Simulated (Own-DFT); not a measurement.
# Computed records: GaN (wurtzite, strained, atoms displaced)

All values are calculated (Own-DFT development build). A calculation, not a measurement: plane-wave PBE density functional theory by an unreviewed code, no spin, of a simulated periodic cell, stress positive in tension, free energy of the whole cell less one offset for each atom, forces on such cells passed a denser k mesh, this cell's mesh not checked; offsets are fitted by least squares, one for each functional and potential file, so energies compare only between cells with the same atoms and settings and are not formation energies; the far tail of each file's local potential was reset to the Coulomb form; each entry is a single point on an unrelaxed cell, so the pressure reflects the starting lattice, mostly measured values (interpolated for alloys), from which strain is counted, and rises with the displacements; printed positions are rounded, which can move forces by about a meV/angstrom; the program, named Own-DFT, is a retired in-house code; no spin-orbit coupling.

### GaN (wurtzite, strained, atoms displaced)

```
GaN
1.0
     12.7560     0.0000     0.0000
     -4.7835     8.2853     0.0000
      0.0000     0.0000    10.1626
Ga N Ga N Ga N Ga N Ga N Ga N Ga N Ga N Ga N Ga N Ga N Ga N Ga N Ga N Ga N Ga N Ga N Ga N Ga N Ga N Ga N Ga N Ga N Ga N
2 2 2 2 2 2 2 2 2 2 2 2 2 2 2 2 2 2 2 2 2 2 2 2 2 2 2 2 2 2 2 2 2 2 2 2 2 2 2 2 2 2 2 2 2 2 2 2
Direct
  0.08940 0.22073 0.00035
  0.16732 0.11700 0.25168
  0.08249 0.21426 0.19179
  0.16581 0.10770 0.43902
  0.08171 0.22440 0.50255
  0.15832 0.11777 0.75335
  0.08408 0.21852 0.68696
  0.16987 0.11642 0.93616
  0.07837 0.54616 0.99746
  0.17044 0.45047 0.24352
  0.08182 0.56020 0.18441
  0.16927 0.45712 0.43656
  0.08565 0.55888 0.49825
  0.16912 0.43613 0.73841
  0.08195 0.54713 0.68661
  0.17332 0.44852 0.93771
  0.07995 0.88582 0.00728
  0.15641 0.78134 0.24385
  0.08249 0.89031 0.18422
  0.16496 0.77910 0.43914
  0.08701 0.88330 0.49590
  0.16851 0.78930 0.75473
  0.08577 0.89560 0.69030
  0.15995 0.77607 0.93056
  0.34333 0.23003 0.99103
  0.41347 0.10000 0.25016
  0.33080 0.21987 0.19083
  0.41874 0.11462 0.43653
  0.32767 0.21792 0.50111
  0.41718 0.11353 0.74852
  0.33428 0.22348 0.69527
  0.41462 0.10469 0.94337
  0.32691 0.55366 0.00734
  0.41733 0.44152 0.25086
  0.32725 0.55157 0.18360
  0.42166 0.44420 0.44659
  0.33441 0.55176 0.50791
  0.42453 0.45354 0.76422
  0.33799 0.56233 0.69030
  0.41663 0.44913 0.93989
  0.33346 0.89515 0.00261
  0.41077 0.77856 0.24479
  0.32823 0.88411 0.18745
  0.41812 0.77449 0.43457
  0.32929 0.87816 0.50550
  0.41764 0.77938 0.74873
  0.33248 0.88592 0.68923
  0.41984 0.77837 0.93542
  0.57598 0.20820 0.99453
  0.66640 0.11164 0.25650
  0.58489 0.22097 0.19382
  0.66800 0.11654 0.44885
  0.57676 0.20346 0.50759
  0.66366 0.11240 0.75169
  0.58514 0.21638 0.68864
  0.67130 0.10644 0.94188
  0.59031 0.56521 0.99217
  0.65951 0.43695 0.24832
  0.58274 0.54486 0.19333
  0.66491 0.44613 0.43630
  0.58179 0.55235 0.49937
  0.66890 0.45176 0.75058
  0.58116 0.55853 0.69764
  0.66935 0.44966 0.93431
  0.58564 0.89894 0.99736
  0.67690 0.78083 0.25750
  0.58928 0.90180 0.19194
  0.66275 0.77977 0.44691
  0.58335 0.88830 0.49570
  0.66882 0.77703 0.75266
  0.58434 0.89652 0.69060
  0.66435 0.77673 0.94155
  0.83756 0.23041 0.00488
  0.91405 0.11487 0.24692
  0.82911 0.23169 0.19563
  0.92456 0.10968 0.43693
  0.83408 0.23664 0.50031
  0.91947 0.11764 0.75325
  0.83348 0.22597 0.68622
  0.90874 0.09791 0.94377
  0.82515 0.55101 0.00653
  0.91812 0.44408 0.25001
  0.82947 0.55608 0.19858
  0.90817 0.44701 0.43071
  0.83865 0.56139 0.50161
  0.90583 0.43692 0.75406
  0.83536 0.55206 0.68860
  0.91845 0.44857 0.93805
  0.82836 0.89184 0.99615
  0.90880 0.76935 0.24849
  0.82894 0.87766 0.19152
  0.92290 0.77715 0.44771
  0.83267 0.88006 0.49183
  0.91810 0.77380 0.74659
  0.82932 0.88967 0.70081
  0.91596 0.76980 0.93757
```

It was run with functional PBE, potential files PseudoDojo norm-conserving, scalar-relativistic, standard set with the stringent files for Ga, wave cutoff 96 hartree, occupations Gaussian, smearing width 0.01 eV and k mesh 3 x 4 x 3 centred on Gamma.

It finds free energy of cell above offsets -2.720 eV; pressure 11.52 GPa; stress xx -9.48 GPa; stress yy -8.88 GPa; stress zz -16.21 GPa; stress yz 0.21 GPa; stress xz -0.39 GPa; stress xy 0.15 GPa.

Force:
```csv
element,x (eV/Å),y (eV/Å),z (eV/Å)
Ga,-1.137,0.287,0.257
Ga,0.791,-0.948,-0.014
N,-1.439,1.525,-0.724
N,-0.486,0.37,0.35
Ga,0.883,0.24,-1.592
Ga,3.413,-1.651,-0.324
N,-1.883,0.739,-0.065
N,0.615,-0.782,1.099
Ga,0.828,1.52,-0.876
Ga,-1.407,-1.066,1.037
N,0.406,-0.526,0.492
N,0.968,-1.529,-0.063
Ga,-1.197,-0.346,0.388
Ga,-0.89,1.988,1.437
N,-0.593,0.61,0.574
N,-1.7,-1.501,-0.721
Ga,-0.077,0.261,-3.073
Ga,2.08,-0.732,0.949
N,-1.531,0.568,2.139
N,1.224,-0.614,-1.138
Ga,-1.146,1.69,1.525
Ga,0.16,-1.442,-2.155
N,-0.297,-0.149,-0.579
N,1.005,0.049,3.298
Ga,-1.522,-0.576,1.483
Ga,-0.239,1.515,-0.013
N,0.676,-0.004,-0.814
N,-0.571,-1.422,0.984
Ga,1.132,0.391,0.411
Ga,-0.04,-0.566,-0.229
N,-0.614,0.45,-0.102
N,-0.151,1.044,-1.333
Ga,1.561,1.22,-2.58
Ga,-0.166,0.128,0.26
N,1.709,0.818,2.245
N,-1.87,-0.591,-1.029
Ga,0.247,0.467,-1.718
Ga,-1.372,-0.985,-3.075
N,0.278,-1.109,0.694
N,0.479,0.335,2.284
Ga,-0.142,-2.635,-1.113
Ga,1.674,-0.262,0.425
N,-0.723,-0.059,0.263
N,-0.64,-0.029,0.46
Ga,0.334,0.973,-1.482
Ga,0.175,0.358,0.147
N,-0.185,0.679,0.607
N,-0.853,0.173,1.364
Ga,1.46,1.74,1.359
Ga,-0.512,0.575,0.351
N,-0.678,-0.976,-1.446
N,1.001,-1.063,-1.24
Ga,-1.007,2.422,-1.526
Ga,1.719,-0.477,-0.041
N,-1.599,1.5,1.564
N,-0.762,2.319,-0.686
Ga,-0.774,-1.533,1.985
Ga,1.088,-0.098,1.046
N,-1.489,2.083,-1.332
N,0.747,-0.375,1.497
Ga,0.837,0.206,0.783
Ga,0.202,-0.762,-1.297
N,1.183,-0.051,-1.178
N,-0.532,-1.735,0.95
Ga,0.184,-2.352,1.128
Ga,-3.083,-1.509,-0.524
N,0.035,-2.179,-0.21
N,1.677,-0.639,-0.745
Ga,-0.784,0.729,1.14
Ga,-1.411,0.814,-0.407
N,0.447,-1.137,-0.301
N,-0.4,1.1,-0.049
Ga,-0.101,-0.737,-0.253
Ga,0.501,-0.443,0.308
N,1.504,-1.361,-0.883
N,-2.195,-0.176,0.104
Ga,1.076,-1.361,-0.271
Ga,-0.93,-0.894,-0.469
N,0.185,-0.806,0.902
N,0.657,3.697,-0.295
Ga,1.314,0.847,0.003
Ga,-0.712,1.264,-0.558
N,0.497,-1.169,-1.362
N,2.152,0.311,1.418
Ga,-1.666,-1.263,-0.483
Ga,2.111,0.884,-0.747
N,-1.154,0.463,0
N,-0.983,-0.942,0.919
Ga,1.421,-2.555,0.686
Ga,1.276,1.118,0.822
N,0.596,2.254,-0.78
N,-0.976,0.265,-1.554
Ga,-0.326,1.381,1.922
Ga,-0.364,0.741,0.49
N,1.699,0.364,-1.765
N,-0.897,0.643,0.663
```
